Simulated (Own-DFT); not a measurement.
## Calculated data, Al3GaN4 (wurtzite random alloy, strained, atoms displaced)

All values are calculated (Own-DFT development build). A calculation, not a measurement: plane-wave density functional theory by an unreviewed code, no spin, of a simulated periodic cell, stress positive in tension, run twice, with PBE and with PBEsol, both on files made for PBE, so the change isn't that of files made for PBEsol, forces on such cells passed a denser k mesh, this cell's mesh not checked; the far tail of each file's local potential was reset to the Coulomb form; each entry is a single point on an unrelaxed cell, so the pressure reflects the starting lattice, mostly measured values (interpolated for alloys), from which strain is counted, and rises with the displacements; printed positions are rounded, which can move forces by about a meV/angstrom; the program, named Own-DFT, is a retired in-house code; no spin-orbit coupling; stress was not checked against mesh or cutoff.

Common to all runs: functional PBE, then PBEsol; potential files PseudoDojo norm-conserving, scalar-relativistic, standard set; wave cutoff 42 hartree; occupations Fermi-Dirac; smearing width 0.1 eV; k mesh 4 x 4 x 3 centred on Gamma.

```json
{"entry": 1, "formula": "Al3GaN4", "kind": "wurtzite random alloy, strained, atoms displaced", "structure": {"cell_angstrom": [[9.2528, 0.0, 0.0], [-4.6264, 8.0132, 0.0], [0.0, 0.0, 10.0655]], "atoms_fractional": [["Al", 0.11279, 0.22115, 0.00049], ["Al", 0.23027, 0.1078, 0.25889], ["N", 0.11613, 0.22532, 0.20598], ["N", 0.21908, 0.10964, 0.43674], ["Al", 0.10528, 0.21951, 0.50279], ["Al", 0.21839, 0.10885, 0.75215], ["N", 0.10785, 0.21281, 0.69428], ["N", 0.21856, 0.10418, 0.94747], ["Al", 0.10287, 0.5549, 0.00265], ["Ga", 0.2242, 0.44711, 0.25723], ["N", 0.10543, 0.54888, 0.19042], ["N", 0.22429, 0.43974, 0.44734], ["Ga", 0.10076, 0.54828, 0.4983], ["Al", 0.21716, 0.43769, 0.74594], ["N", 0.10996, 0.55551, 0.69514], ["N", 0.23448, 0.45491, 0.94753], ["Ga", 0.10907, 0.88171, 0.00219], ["Ga", 0.22686, 0.77757, 0.25266], ["N", 0.11683, 0.8998, 0.19977], ["N", 0.23116, 0.78602, 0.43369], ["Ga", 0.11373, 0.87823, 0.49914], ["Al", 0.22093, 0.79108, 0.75569], ["N", 0.11773, 0.89394, 0.68852], ["N", 0.21064, 0.77123, 0.95688], ["Ga", 0.43966, 0.21688, 0.99698], ["Al", 0.55649, 0.11077, 0.24791], ["N", 0.44834, 0.23027, 0.19662], ["N", 0.56801, 0.11375, 0.4457], ["Al", 0.45163, 0.22675, 0.5015], ["Al", 0.55507, 0.10785, 0.7496], ["N", 0.44777, 0.235, 0.70037], ["N", 0.5494, 0.1078, 0.94125], ["Ga", 0.4438, 0.55342, 0.002], ["Al", 0.55661, 0.4389, 0.24493], ["N", 0.44093, 0.54232, 0.18944], ["N", 0.55162, 0.44316, 0.44134], ["Al", 0.44955, 0.55608, 0.49849], ["Ga", 0.55456, 0.43949, 0.74449], ["N", 0.44224, 0.55405, 0.6803], ["N", 0.56379, 0.44886, 0.93905], ["Al", 0.4347, 0.88494, 0.98888], ["Al", 0.56267, 0.78643, 0.24591], ["N", 0.4482, 0.8959, 0.1841], ["N", 0.56059, 0.78428, 0.44047], ["Al", 0.43012, 0.86879, 0.50411], ["Al", 0.56068, 0.78207, 0.7461], ["N", 0.45123, 0.89964, 0.69689], ["N", 0.55751, 0.77803, 0.94259], ["Al", 0.77944, 0.22787, 0.00163], ["Ga", 0.88068, 0.11346, 0.26047], ["N", 0.78148, 0.22398, 0.18774], ["N", 0.8921, 0.11253, 0.44526], ["Al", 0.79334, 0.22413, 0.50274], ["Al", 0.88634, 0.10979, 0.75641], ["N", 0.77892, 0.22182, 0.69323], ["N", 0.89237, 0.11954, 0.93391], ["Al", 0.77708, 0.55697, 0.99763], ["Al", 0.89249, 0.44775, 0.24993], ["N", 0.77271, 0.55407, 0.19524], ["N", 0.89557, 0.45404, 0.4416], ["Al", 0.77432, 0.54979, 0.49884], ["Al", 0.89439, 0.44895, 0.74642], ["N", 0.77751, 0.56355, 0.69339], ["N", 0.89192, 0.45089, 0.94501], ["Al", 0.78209, 0.89113, 0.0026], ["Al", 0.8836, 0.76868, 0.24644], ["N", 0.78048, 0.87791, 0.18527], ["N", 0.89987, 0.78044, 0.43583], ["Al", 0.77687, 0.88152, 0.50316], ["Al", 0.88289, 0.77815, 0.75038], ["N", 0.77821, 0.88737, 0.68455], ["N", 0.88525, 0.78278, 0.93666]]}, "results": {"PBE_pressure [GPa]": 13.55, "PBE_stress_xx [GPa]": -17.33, "PBE_stress_yy [GPa]": -15.41, "PBE_stress_zz [GPa]": -7.9, "PBE_stress_yz [GPa]": -1.74, "PBE_stress_xz [GPa]": -0.88, "PBE_stress_xy [GPa]": -0.43, "PBEsol_pressure [GPa]": 10.29, "PBEsol_stress_xx [GPa]": -14.1, "PBEsol_stress_yy [GPa]": -12.2, "PBEsol_stress_zz [GPa]": -4.58, "PBEsol_stress_yz [GPa]": -1.75, "PBEsol_stress_xz [GPa]": -0.86, "PBEsol_stress_xy [GPa]": -0.42, "force_element": ["Al", "Al", "N", "N", "Al", "Al", "N", "N", "Al", "Ga", "N", "N", "Ga", "Al", "N", "N", "Ga", "Ga", "N", "N", "Ga", "Al", "N", "N", "Ga", "Al", "N", "N", "Al", "Al", "N", "N", "Ga", "Al", "N", "N", "Al", "Ga", "N", "N", "Al", "Al", "N", "N", "Al", "Al", "N", "N", "Al", "Ga", "N", "N", "Al", "Al", "N", "N", "Al", "Al", "N", "N", "Al", "Al", "N", "N", "Al", "Al", "N", "N", "Al", "Al", "N", "N"], "PBE_force_x [eV/angstrom]": [-0.24, -1.556, -0.086, 1.032, 2.239, 0.885, -0.942, -1.313, 2.268, 0.246, -0.265, -0.348, 3.441, 0.839, 0.518, -3.703, -2.445, -0.544, -0.604, 0.603, -1.14, 1.688, -1.328, 2.47, 0.134, -0.185, 0.862, -0.856, -0.579, -0.4, 0.351, 1.937, 1.872, -1.1, 0.545, 1.339, -0.776, -0.738, -0.904, -0.26, 1.694, -0.37, 1.074, -0.062, 2.152, -0.405, -0.885, -0.246, -0.168, 2.702, -1.746, -0.036, -2.674, 0.238, 0.114, -0.01, -0.017, -0.9, 1.58, -2.43, -0.59, -1.47, 2.172, -0.79, -1.159, 1.329, -1.285, -2.656, 0.696, 1.016, -0.237, 0.413], "PBE_force_y [eV/angstrom]": [0.948, 1.816, -1.873, 0.835, -0.325, 0.644, 0.808, 0.737, -0.945, -0.413, 0.928, 0.623, 2.099, 0.99, 1.313, -2.695, 1.377, 0.138, -2.534, -2.376, 2.448, -2.114, -0.531, -0.281, 1.665, 0.691, -2.658, -0.495, -1.394, 2.799, -6.305, -0.175, 0.969, 1.423, 2.724, 0.283, 0.189, 4.244, 1.05, -0.688, 0.118, -1.59, -0.563, -1.141, 3.441, -1.385, -2.964, 1.474, -0.674, -0.889, 0.779, -1.294, 0.033, -0.139, 0.673, -0.726, 0.501, -0.524, -0.485, -2.887, 1.391, -0.504, -0.594, -0.924, 0.572, 1.801, 1.222, -1.814, 0.856, 0.617, 0.708, -1.029], "PBE_force_z [eV/angstrom]": [1.577, -0.821, -2.427, 2.446, -0.023, 0.484, -0.522, -2.081, 0.629, -0.257, -0.293, 0.554, 1.389, 1.011, 0.018, -2.376, 2.133, -1.957, -1.195, 1.502, 0.219, 0.577, 1.113, -3.483, 1.319, 0.995, -0.752, -0.423, 0.095, 0.598, -2.512, -0.997, 0.471, 1.64, 1.333, -0.713, -0.356, 2.134, 1.313, 0.039, 1.768, -0.043, -0.348, -0.626, 0.521, 0.998, -0.95, -1.385, -0.525, -1.373, -0.112, 0.911, 0.603, -1.594, -0.26, 2.128, 0.649, 0.164, -1.487, -1.391, 0.344, 1.252, -1.555, -1.276, -0.523, 1.169, 0.563, 0.154, -1.125, 0.017, 1.019, -0.092], "PBEsol_force_x [eV/angstrom]": [-0.24, -1.534, -0.206, 1.026, 2.232, 0.902, -0.953, -1.128, 2.283, 0.232, -0.08, -0.483, 3.354, 0.85, 0.532, -3.482, -2.364, -0.542, -0.476, 0.364, -1.126, 1.7, -1.356, 2.234, 0.133, -0.185, 0.847, -0.843, -0.581, -0.411, 0.353, 1.763, 1.811, -1.096, 0.375, 1.326, -0.776, -0.722, -0.76, -0.436, 1.67, -0.392, 0.915, -0.061, 2.158, -0.4, -0.882, -0.234, -0.177, 2.661, -1.567, -0.037, -2.659, 0.236, 0.113, -0.012, 0.005, -0.897, 1.571, -2.199, -0.588, -1.495, 1.994, -0.797, -1.161, 1.358, -1.276, -2.451, 0.709, 1.034, -0.237, 0.562], "PBEsol_force_y [eV/angstrom]": [0.956, 1.824, -1.748, 0.683, -0.33, 0.647, 0.796, 0.631, -0.943, -0.423, 1.007, 0.704, 2.049, 0.981, 1.331, -2.56, 1.359, 0.142, -2.632, -2.424, 2.391, -2.121, -0.538, -0.156, 1.616, 0.688, -2.669, -0.516, -1.405, 2.833, -5.998, -0.066, 0.934, 1.437, 2.636, 0.276, 0.21, 4.143, 0.959, -0.778, 0.109, -1.596, -0.655, -1.133, 3.439, -1.397, -2.97, 1.29, -0.677, -0.838, 0.676, -1.326, 0.069, -0.155, 0.665, -0.723, 0.524, -0.528, -0.499, -2.764, 1.396, -0.514, -0.706, -0.925, 0.603, 1.804, 1.346, -1.711, 0.864, 0.638, 0.724, -0.956], "PBEsol_force_z [eV/angstrom]": [1.593, -0.842, -2.303, 2.495, -0.016, 0.498, -0.531, -1.961, 0.638, -0.262, -0.183, 0.426, 1.342, 1.016, -0.136, -2.288, 2.091, -1.903, -1.281, 1.374, 0.193, 0.596, 0.909, -3.398, 1.282, 1.0, -0.902, -0.419, 0.12, 0.601, -2.416, -0.928, 0.463, 1.653, 1.211, -0.739, -0.377, 2.092, 1.367, -0.021, 1.772, -0.036, -0.313, -0.633, 0.547, 0.999, -0.951, -1.317, -0.53, -1.331, -0.029, 0.703, 0.599, -1.616, -0.26, 2.13, 0.671, 0.191, -1.5, -1.308, 0.36, 1.251, -1.493, -1.288, -0.523, 1.17, 0.61, 0.215, -1.139, 0.009, 1.017, -0.033], "rms_change_of_force_components_from_PBE_to_PBEsol [eV/angstrom]": 0.078}}
{"entry": 2, "formula": "Al3GaN4", "kind": "wurtzite random alloy, strained, atoms displaced", "structure": {"cell_angstrom": [[9.2528, 0.0, 0.0], [-4.6264, 8.0132, 0.0], [0.0, 0.0, 10.0655]], "atoms_fractional": [["Al", 0.10815, 0.21941, 0.00238], ["Al", 0.21351, 0.10944, 0.25093], ["N", 0.12308, 0.22983, 0.18455], ["N", 0.21812, 0.10377, 0.44103], ["Al", 0.11615, 0.22908, 0.49997], ["Al", 0.22567, 0.11704, 0.74587], ["N", 0.11471, 0.22261, 0.69729], ["N", 0.22439, 0.09911, 0.93896], ["Al", 0.11564, 0.55674, 0.99547], ["Al", 0.22229, 0.44367, 0.25182], ["N", 0.11131, 0.56301, 0.19246], ["N", 0.23034, 0.44529, 0.43501], ["Al", 0.10645, 0.55877, 0.50734], ["Ga", 0.21667, 0.43225, 0.75407], ["N", 0.11595, 0.5504, 0.68954], ["N", 0.21765, 0.44264, 0.93899], ["Al", 0.10563, 0.89514, 0.00229], ["Ga", 0.22032, 0.77965, 0.24816], ["N", 0.11684, 0.89816, 0.19122], ["N", 0.22368, 0.77847, 0.43818], ["Al", 0.09916, 0.87722, 0.49768], ["Al", 0.22669, 0.78313, 0.73964], ["N", 0.11751, 0.88922, 0.69318], ["N", 0.22155, 0.7789, 0.94424], ["Ga", 0.44065, 0.20918, 0.99385], ["Al", 0.55882, 0.11784, 0.25055], ["N", 0.44818, 0.22631, 0.18945], ["N", 0.55756, 0.11037, 0.44406], ["Ga", 0.44942, 0.21826, 0.49813], ["Al", 0.55937, 0.11414, 0.75131], ["N", 0.43469, 0.22123, 0.68432], ["N", 0.55737, 0.11592, 0.94869], ["Ga", 0.45002, 0.56487, 0.9986], ["Al", 0.56206, 0.45037, 0.24737], ["N", 0.44107, 0.54873, 0.19529], ["N", 0.55821, 0.44444, 0.43124], ["Ga", 0.4417, 0.56404, 0.50158], ["Al", 0.55853, 0.44588, 0.74817], ["N", 0.45107, 0.55753, 0.69362], ["N", 0.5533, 0.43923, 0.93574], ["Al", 0.44838, 0.89521, 0.99842], ["Al", 0.55545, 0.77839, 0.25661], ["N", 0.44429, 0.88666, 0.18539], ["N", 0.5566, 0.78539, 0.44027], ["Al", 0.4363, 0.88131, 0.49768], ["Al", 0.54894, 0.76829, 0.75103], ["N", 0.44158, 0.88684, 0.68418], ["N", 0.56181, 0.78705, 0.94195], ["Al", 0.77419, 0.21013, 0.99349], ["Ga", 0.89454, 0.11395, 0.25254], ["N", 0.78527, 0.23214, 0.18808], ["N", 0.87938, 0.11233, 0.44179], ["Al", 0.78103, 0.22349, 0.50254], ["Al", 0.90008, 0.09994, 0.74618], ["N", 0.779, 0.2254, 0.68349], ["N", 0.89049, 0.11195, 0.93499], ["Al", 0.77187, 0.56162, 0.00373], ["Al", 0.89963, 0.45141, 0.24924], ["N", 0.76874, 0.55198, 0.18456], ["N", 0.89704, 0.44289, 0.43622], ["Al", 0.76434, 0.55355, 0.50266], ["Al", 0.89545, 0.45351, 0.74897], ["N", 0.77959, 0.56051, 0.6902], ["N", 0.89157, 0.44603, 0.94188], ["Al", 0.77333, 0.88801, 0.00322], ["Al", 0.88658, 0.77712, 0.25361], ["N", 0.77835, 0.8996, 0.19362], ["N", 0.89586, 0.78792, 0.43727], ["Ga", 0.77842, 0.89621, 0.49948], ["Ga", 0.88495, 0.77271, 0.73887], ["N", 0.77173, 0.88462, 0.70061], ["N", 0.8787, 0.7733, 0.93476]]}, "results": {"PBE_pressure [GPa]": 13.26, "PBE_stress_xx [GPa]": -15.19, "PBE_stress_yy [GPa]": -16.1, "PBE_stress_zz [GPa]": -8.5, "PBE_stress_yz [GPa]": -0.57, "PBE_stress_xz [GPa]": -0.23, "PBE_stress_xy [GPa]": -0.92, "PBEsol_pressure [GPa]": 10.02, "PBEsol_stress_xx [GPa]": -11.99, "PBEsol_stress_yy [GPa]": -12.82, "PBEsol_stress_zz [GPa]": -5.26, "PBEsol_stress_yz [GPa]": -0.55, "PBEsol_stress_xz [GPa]": -0.25, "PBEsol_stress_xy [GPa]": -0.98, "force_element": ["Al", "Al", "N", "N", "Al", "Al", "N", "N", "Al", "Al", "N", "N", "Al", "Ga", "N", "N", "Al", "Ga", "N", "N", "Al", "Al", "N", "N", "Ga", "Al", "N", "N", "Ga", "Al", "N", "N", "Ga", "Al", "N", "N", "Ga", "Al", "N", "N", "Al", "Al", "N", "N", "Al", "Al", "N", "N", "Al", "Ga", "N", "N", "Al", "Al", "N", "N", "Al", "Al", "N", "N", "Al", "Al", "N", "N", "Al", "Al", "N", "N", "Ga", "Ga", "N", "N"], "PBE_force_x [eV/angstrom]": [0.86, 2.306, -0.93, -1.28, 0.149, 0.448, -0.041, -3.048, -1.349, -0.387, 1.585, -2.614, 1.401, 0.628, -1.419, 0.712, 0.799, 0.779, -2.244, -1.009, 2.518, 0.266, -1.235, 0.149, -1.786, 0.364, -0.698, 1.501, -1.684, -0.289, 2.276, 2.773, -0.174, -1.24, -0.008, -0.504, 1.84, -0.147, -0.395, 0.152, -0.936, -0.537, 1.006, -0.242, 0.357, -0.485, 1.149, -0.971, 0.3, -0.703, -0.441, 2.625, -1.44, -2.974, 0.64, 0.682, 1.457, -1.651, 2.023, -1.843, 2.228, 0.027, 0.221, -0.703, 1.186, 0.08, 0.737, -1.611, 0.11, 0.915, -0.659, 0.429], "PBE_force_y [eV/angstrom]": [0.269, 1.355, -0.401, 0.194, -1.095, -1.931, -2.14, 1.722, 0.432, 0.912, -1.92, -0.566, -0.451, 2.683, 1.507, -0.523, -2.839, 0.842, -1.117, -0.782, 2.36, -1.291, 0.594, 0.548, 2.919, -0.496, -0.569, -1.176, 0.494, -0.252, 0.949, -2.138, -1.625, -1.911, 1.853, 0.633, -0.81, -0.81, -0.815, 0.775, -1.262, -0.151, 1.176, -0.275, 2.014, 1.965, 0.487, 0.16, 3.012, 1.701, -0.738, 1.586, 0.578, 1.348, -0.096, -0.931, -1.492, -0.775, 1.933, 0.643, 0.345, -1.379, -3.113, -0.265, 0.712, 0.277, -2.91, -2.704, -0.809, 2.091, 0.31, 1.179], "PBE_force_z [eV/angstrom]": [-0.932, 0.543, 0.52, -0.215, 0.026, 1.199, -2.824, -1.567, 0.999, -0.7, -1.432, 0.83, -1.557, 0.384, -0.334, 1.219, -0.259, -0.045, -0.686, 1.308, 1.054, 2.556, -1.837, -1.226, 2.489, -0.154, 0.773, -1.368, -0.471, -0.578, 1.766, -3.262, 0.846, 0.008, -0.245, 0.912, 0.165, 0.624, -0.356, -0.474, 0.604, -1.487, 0.704, -0.431, 0.319, 0.675, 0.759, -1.197, 1.349, -0.243, -0.436, 0.385, -0.505, 1.101, 1.839, 0.167, -1.331, -0.295, 1.204, 0.709, -0.877, 1.044, -1.76, -0.721, -0.227, -1.408, -0.788, 0.088, 1.2, 2.475, -2.02, 1.406], "PBEsol_force_x [eV/angstrom]": [0.877, 2.311, -1.057, -1.126, 0.15, 0.436, -0.044, -2.85, -1.338, -0.412, 1.602, -2.444, 1.434, 0.61, -1.238, 0.856, 0.799, 0.767, -2.071, -1.02, 2.528, 0.274, -1.39, 0.132, -1.746, 0.367, -0.715, 1.324, -1.656, -0.309, 2.298, 2.52, -0.174, -1.249, -0.009, -0.65, 1.792, -0.146, -0.534, 0.016, -0.954, -0.532, 0.852, -0.072, 0.355, -0.506, 1.164, -0.966, 0.307, -0.71, -0.304, 2.64, -1.46, -2.973, 0.664, 0.688, 1.455, -1.672, 2.039, -1.851, 2.235, 0.029, 0.223, -0.715, 1.195, 0.082, 0.74, -1.783, 0.103, 0.88, -0.493, 0.425], "PBEsol_force_y [eV/angstrom]": [0.26, 1.362, -0.464, 0.259, -1.095, -1.926, -1.876, 1.844, 0.443, 0.921, -1.693, -0.424, -0.448, 2.626, 1.404, -0.458, -2.867, 0.816, -1.225, -0.783, 2.359, -1.321, 0.526, 0.566, 2.854, -0.514, -0.57, -1.074, 0.475, -0.252, 0.945, -2.005, -1.604, -1.914, 1.849, 0.512, -0.805, -0.818, -0.912, 0.685, -1.266, -0.164, 1.092, -0.355, 2.014, 1.957, 0.503, -0.025, 3.011, 1.641, -0.815, 1.371, 0.587, 1.366, -0.098, -0.941, -1.502, -0.757, 1.918, 0.632, 0.372, -1.369, -2.859, -0.273, 0.722, 0.276, -2.681, -2.623, -0.796, 2.035, 0.183, 1.185], "PBEsol_force_z [eV/angstrom]": [-0.949, 0.557, 0.569, -0.16, 0.05, 1.21, -2.745, -1.511, 1.011, -0.701, -1.378, 0.9, -1.561, 0.377, -0.245, 1.067, -0.25, -0.05, -0.624, 1.114, 1.074, 2.575, -1.788, -1.224, 2.444, -0.145, 0.611, -1.291, -0.448, -0.569, 1.56, -3.175, 0.823, 0.0, -0.391, 0.993, 0.158, 0.607, -0.48, -0.36, 0.598, -1.485, 0.757, -0.296, 0.322, 0.675, 0.744, -1.145, 1.354, -0.24, -0.392, 0.262, -0.511, 1.089, 1.845, 0.148, -1.335, -0.286, 1.204, 0.7, -0.861, 1.043, -1.672, -0.698, -0.214, -1.406, -0.712, 0.144, 1.151, 2.439, -2.092, 1.218], "rms_change_of_force_components_from_PBE_to_PBEsol [eV/angstrom]": 0.08}}
```
